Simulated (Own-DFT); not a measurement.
# Computed records: SiGe (diamond lattice with Si and Ge gathered in clusters, atoms displaced)

All values are calculated (Own-DFT development build). A calculation, not a measurement: plane-wave density functional theory by an unreviewed code, no spin, of a simulated periodic cell, stress positive in tension, run twice, with PBE and with PBEsol, both on files made for PBE, so the change isn't that of files made for PBEsol; forces on such cells passed a denser k mesh, this cell's mesh not checked; the far tail of each file's local potential was reset to the Coulomb form; each entry is a single point on an unrelaxed cell, so the pressure reflects the starting lattice, mostly measured values (interpolated for alloys), from which strain is counted, and rises with the displacements; printed positions are rounded, which can move forces by about a meV/angstrom; the program, named Own-DFT, is a retired in-house code; no spin-orbit coupling; stress was not checked against mesh or cutoff.

SiGe (diamond lattice with Si and Ge gathered in clusters, atoms displaced)

```
SiGe
1.0
     11.0890     0.0000     0.0000
      0.0000    11.0890     0.0000
      0.0000     0.0000    11.0890
Ge Si Ge Si Ge Si Ge Si Ge Si Ge Si Ge Si Ge Si Ge Si Ge Si Ge Si Ge Si Ge Si Ge
1 7 3 1 1 1 1 10 1 3 1 1 2 1 3 1 1 1 8 3 1 1 1 1 1 1 7
Direct
  0.99634 0.99869 0.00001
  0.99871 0.24727 0.25110
  0.24719 0.00067 0.24382
  0.24911 0.25233 0.99461
  0.12526 0.12576 0.12551
  0.12712 0.37039 0.37071
  0.37136 0.12420 0.37121
  0.37772 0.38134 0.12484
  0.00128 0.00655 0.49920
  0.99632 0.24121 0.75176
  0.24568 0.00131 0.74862
  0.24770 0.25178 0.49994
  0.12628 0.12649 0.62451
  0.12778 0.37377 0.87360
  0.37859 0.12854 0.87225
  0.36976 0.36928 0.63234
  0.99811 0.50286 0.00041
  0.99702 0.74835 0.25287
  0.25257 0.49867 0.24878
  0.24963 0.74761 0.99922
  0.12644 0.62796 0.12208
  0.12436 0.87568 0.37700
  0.37311 0.62407 0.37567
  0.37874 0.87415 0.12631
  0.99994 0.50216 0.50149
  0.99959 0.75170 0.75169
  0.24870 0.49724 0.74584
  0.25110 0.74579 0.50017
  0.12412 0.62544 0.62414
  0.12698 0.87691 0.87109
  0.37286 0.62457 0.87191
  0.37718 0.87526 0.62056
  0.50216 0.00069 0.00532
  0.49926 0.24803 0.24767
  0.75225 0.99593 0.24963
  0.74889 0.25039 0.00108
  0.62092 0.12643 0.12731
  0.62359 0.37090 0.37434
  0.87724 0.12877 0.37309
  0.86951 0.37487 0.12264
  0.50387 0.99858 0.49872
  0.50096 0.25174 0.74701
  0.75282 0.99775 0.74941
  0.74859 0.24844 0.49988
  0.62429 0.12792 0.62787
  0.62287 0.37252 0.87898
  0.87611 0.12482 0.87828
  0.87534 0.37470 0.62417
  0.49852 0.49404 0.99788
  0.50455 0.75074 0.25043
  0.74894 0.50153 0.25053
  0.75078 0.75520 0.99643
  0.62663 0.62609 0.12424
  0.62388 0.87755 0.37498
  0.87736 0.62649 0.37405
  0.87718 0.87489 0.12480
  0.50118 0.50500 0.50002
  0.49910 0.75165 0.74763
  0.74704 0.50073 0.75195
  0.75135 0.75147 0.50391
  0.62712 0.62631 0.62443
  0.63109 0.87596 0.87197
  0.87422 0.62845 0.87322
  0.87289 0.86947 0.62313
```

It was run with functional PBE, then PBEsol, potential files PseudoDojo norm-conserving, scalar-relativistic, standard set, wave cutoff 42 hartree, occupations Fermi-Dirac, smearing width 0.1 eV and k mesh 3 x 3 x 3 centred on Gamma.

It finds PBE pressure 3.04 GPa; PBE stress xx -3.05 GPa; PBE stress yy -2.99 GPa; PBE stress zz -3.07 GPa; PBE stress yz 0.28 GPa; PBE stress xz 0.24 GPa; PBE stress xy -0.14 GPa; PBEsol pressure 0.74 GPa; PBEsol stress xx -0.76 GPa; PBEsol stress yy -0.7 GPa; PBEsol stress zz -0.77 GPa; PBEsol stress yz 0.27 GPa; PBEsol stress xz 0.23 GPa; PBEsol stress xy -0.12 GPa; rms change of force components from PBE to PBEsol 0.047 eV/Å.

Force:
```tsv
force element	PBE force x (eV/Å)	PBE force y (eV/Å)	PBE force z (eV/Å)	PBEsol force x (eV/Å)	PBEsol force y (eV/Å)	PBEsol force z (eV/Å)
Ge	1.253	0.353	0.337	1.169	0.315	0.288
Si	0.41	0.875	-0.989	0.343	0.811	-0.931
Si	0.26	-0.45	0.59	0.254	-0.452	0.579
Si	0.231	0.155	1.035	0.277	0.102	0.982
Si	-0.046	0.367	-0.432	-0.089	0.325	-0.473
Si	-0.393	0.744	0.357	-0.394	0.734	0.352
Si	0.002	0.159	0.133	0.039	0.111	0.173
Si	-0.426	-1.091	-0.081	-0.42	-1.088	-0.08
Ge	-0.076	-1.129	-0.065	-0.108	-1.056	-0.028
Ge	0.848	1.518	-0.064	0.79	1.431	-0.089
Ge	1.239	0.092	-0.222	1.192	0.092	-0.218
Si	0.623	-0.074	-0.37	0.574	-0.124	-0.315
Ge	0.063	0.339	-0.313	0.007	0.281	-0.258
Si	-0.745	0.476	0.073	-0.783	0.435	0.026
Ge	-0.571	-0.486	0.6	-0.513	-0.499	0.543
Si	0.332	1.061	-1.56	0.389	0.992	-1.49
Si	0.431	-0.598	0.01	0.378	-0.552	-0.037
Si	0.99	0.141	-0.184	0.936	0.191	-0.228
Si	-0.376	0.336	-0.012	-0.378	0.334	-0.01
Si	0.583	0.339	0.044	0.54	0.387	-0.003
Si	-0.361	-0.436	0.628	-0.361	-0.426	0.623
Si	0.301	-0.295	-0.463	0.256	-0.24	-0.41
Si	0.403	0.099	-0.324	0.402	0.104	-0.325
Si	-0.649	-0.402	0.077	-0.592	-0.348	0.032
Si	0.491	-0.19	-0.76	0.44	-0.235	-0.707
Ge	0.525	-0.436	-0.633	0.461	-0.383	-0.581
Si	-0.211	0.4	0.501	-0.212	0.402	0.494
Si	-0.424	0.283	-0.329	-0.379	0.329	-0.277
Si	0.237	-0.251	-0.054	0.189	-0.197	-0.001
Ge	-0.078	-0.479	1.066	-0.122	-0.427	0.99
Si	-0.013	-0.523	0.286	0.032	-0.475	0.234
Ge	-0.825	-0.14	0.087	-0.748	-0.103	0.122
Ge	-0.438	-0.511	-0.871	-0.376	-0.451	-0.88
Si	-0.717	0.788	0.619	-0.659	0.724	0.561
Ge	-0.146	0.808	0.009	-0.144	0.783	0.009
Ge	0.078	-0.213	0.264	0.033	-0.248	0.21
Ge	0.758	-0.025	0.358	0.773	-0.073	0.291
Si	-0.353	0.795	-0.194	-0.3	0.737	-0.146
Ge	-0.417	-0.374	-0.067	-0.443	-0.41	-0.008
Si	0.987	0.558	0.719	0.923	0.498	0.661
Ge	-0.867	1.142	-0.207	-0.803	1.068	-0.164
Ge	-0.227	0.29	0.296	-0.174	0.227	0.333
Ge	0.128	0.618	-0.23	0.117	0.59	-0.214
Ge	-0.061	0.506	-0.319	-0.023	0.45	-0.266
Ge	0.344	-0.719	-0.359	0.34	-0.698	-0.349
Ge	0.029	0.392	-0.397	0.072	0.331	-0.428
Ge	-0.783	-0.347	0.013	-0.756	-0.345	0.001
Ge	0.115	0.203	0.118	0.067	0.148	0.152
Si	-0.129	1.538	0.365	-0.07	1.477	0.301
Si	-0.781	-0.547	-0.14	-0.72	-0.492	-0.087
Si	-0.002	-0.226	0.095	-0.004	-0.223	0.101
Ge	-0.129	-0.887	0.871	-0.09	-0.817	0.797
Si	-0.344	-0.345	-0.187	-0.295	-0.3	-0.238
Ge	0.434	-0.853	-0.202	0.46	-0.781	-0.148
Si	-0.338	-0.569	0.212	-0.387	-0.523	0.258
Ge	0.069	-0.67	0.4	0.023	-0.604	0.337
Si	-0.611	-1.228	-0.067	-0.556	-1.174	-0.01
Ge	-0.051	-0.316	0.583	-0.004	-0.265	0.524
Ge	0.248	-0.32	-0.028	0.242	-0.302	-0.032
Ge	-0.24	-0.701	-1.502	-0.261	-0.639	-1.404
Ge	-0.559	-0.345	-0.048	-0.5	-0.286	-0.005
Ge	-1.291	0.22	0.259	-1.234	0.214	0.25
Ge	0.226	-0.678	0.504	0.181	-0.607	0.452
Ge	1.046	1.257	0.158	1.001	1.22	0.164
```
